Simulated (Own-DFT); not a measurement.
# Strain and stress in hcp Ru, 36 atoms (Ru36)

All numbers below are calculated, not measured. The program, named Own-DFT, is a retired in-house plane-wave density functional code that no person has reviewed. Each row is one single-point run on a periodic cell that was not relaxed, without spin or spin-orbit coupling.

Settings of every run: PBE; PseudoDojo norm-conserving scalar-relativistic files; cutoff 50 hartree; 5 x 5 x 4 k mesh centred on Gamma; cold (Marzari-Vanderbilt) smearing of 0.2 eV.

Known limits: forces on such cells failed a check on a denser k mesh; stress not checked against mesh or cutoff.

Unstrained cell vectors in Å: (8.118, 0.000, 0.000); (-4.059, 7.030, 0.000); (0.000, 0.000, 8.563). The unstrained cell has measured lattice constants (interpolated for alloys), not those of this functional. That, the random moves and any unrelaxed bonds set the pressure at no strain. Each run strains this cell uniformly, with the atoms carried along. Every atom was also moved at random, by a Gaussian of width 0.05 Å on each axis. Strain is the symmetric tensor, in per cent. Stress is positive in tension, and the pressure is minus a third of its trace.

| run | e_xx (%) | e_yy (%) | e_zz (%) | e_yz (%) | e_xz (%) | e_xy (%) | s_xx (GPa) | s_yy (GPa) | s_zz (GPa) | s_yz (GPa) | s_xz (GPa) | s_xy (GPa) | P (GPa) | E (meV/atom) |
|---|---|---|---|---|---|---|---|---|---|---|---|---|---|---|
| 1 | 0.47 | -1.31 | 1.82 | -0.10 | 0.89 | 1.65 | -3.62 | -12.12 | 2.81 | -0.52 | 3.09 | 6.48 | 4.31 | 17.4 |
| 2 | -0.47 | -1.45 | 0.98 | -1.04 | -0.01 | 1.89 | -12.82 | -17.57 | -5.61 | -3.97 | 0.66 | 8.66 | 12.00 | 50.3 |
| 3 | -0.03 | 1.62 | 0.80 | 0.44 | 1.93 | -0.04 | -4.21 | 3.19 | -0.45 | 1.38 | 7.05 | -0.71 | 0.49 | 19.4 |
| 4 | 0.47 | 0.79 | 1.07 | -1.18 | 0.20 | 1.28 | -0.95 | 0.04 | 1.80 | -3.72 | 0.65 | 4.93 | -0.30 | 0.0 |
| 5 | -0.91 | 0.46 | 0.07 | 1.53 | -0.12 | 1.12 | -13.48 | -7.43 | -9.56 | 6.06 | -0.58 | 4.49 | 10.16 | 45.6 |
| 6 | -0.11 | -0.78 | 0.79 | -1.75 | 1.67 | -1.03 | -8.28 | -12.82 | -5.48 | -6.76 | 5.67 | -4.66 | 8.86 | 41.1 |
| 7 | 1.46 | -0.18 | -0.06 | 1.58 | 1.38 | 0.06 | 0.73 | -6.62 | -5.59 | 6.22 | 4.73 | 0.32 | 3.83 | 12.3 |
| 8 | -1.81 | 0.15 | 0.23 | -0.73 | 1.85 | 0.45 | -20.30 | -9.31 | -11.61 | -3.03 | 7.16 | 1.55 | 13.74 | 56.3 |
| 9 | 0.53 | 0.38 | -1.05 | -1.28 | 1.68 | -0.09 | -5.90 | -6.92 | -14.19 | -5.03 | 6.82 | 0.22 | 9.00 | 28.1 |
| 10 | 1.17 | -1.30 | 1.61 | -1.68 | 0.59 | 1.43 | -0.63 | -10.44 | 2.68 | -6.03 | 1.96 | 6.28 | 2.80 | 17.5 |
| 11 | 1.52 | 1.31 | 1.65 | 1.55 | -0.74 | 0.02 | 5.60 | 5.89 | 7.09 | 4.50 | -2.42 | -0.51 | -6.19 | 12.2 |
| 12 | -0.14 | 1.68 | 1.14 | 1.26 | -0.30 | -1.72 | -4.03 | 2.90 | 1.53 | 4.20 | -0.93 | -6.18 | -0.14 | 23.9 |
| 13 | 1.64 | -1.42 | 0.76 | 0.40 | -0.44 | -1.13 | -0.24 | -12.66 | -2.14 | 1.22 | -1.40 | -4.49 | 5.01 | 26.9 |
| 14 | 0.83 | -1.09 | -0.39 | -0.48 | 0.73 | 0.38 | -6.19 | -14.36 | -12.77 | -1.61 | 2.22 | 1.50 | 11.11 | 43.0 |
| 15 | -1.53 | -1.39 | 0.37 | -1.45 | -1.87 | 0.94 | -20.10 | -20.43 | -12.74 | -5.92 | -6.44 | 4.47 | 17.76 | 62.6 |
| 16 | -0.71 | -1.48 | -0.10 | -1.26 | 0.55 | -0.68 | ? | ? | ? | ? | ? | ? | ? | ? |

E is the free energy for each atom above the lowest run shown.

## Worked fit

Each stress component was fitted by least squares to a constant and the strains of the runs shown, as fractions, with shears doubled. Shear strains stay in the fit of a normal stress only where such slopes are resolved. The slopes, in GPa:

```
stress  at no strain  per e_xx  per e_yy  per e_zz  scatter
  s_xx          -8.5  638 ± 20  185 ± 18  185 ± 26     0.77
  s_yy          -8.5  209 ± 19  631 ± 17  184 ± 25     0.74
  s_zz          -9.0  234 ± 17  176 ± 15  695 ± 22     0.66
```

Each shear stress against twice its own strain: yz 186 ± 7, xz 176 ± 6, xy 203 ± 8 GPa. These are stiffnesses along x, y and z of the frame in which the cell vectors are given, which need not be the crystal's axes. The atoms are held to the strained lattice; where symmetry lets them move under strain, relaxing them would lower some slopes. The table should be nearly symmetric about its diagonal, and what it lacks of that shows the noise. A ninth of its sum, 348 ± 7 GPa, estimates the bulk modulus near the mean pressure of these runs, 6.2 GPa, so it lies above the value at zero pressure.

## Withheld run

Question: what normal stresses and pressure should run 16 give?

The fit gives s_xx = -15.9, s_yy = -19.5, s_zz = -13.9 and P = 16.4 GPa. The calculation gave -15.21, -18.97, -13.25 and P = 15.81 GPa.
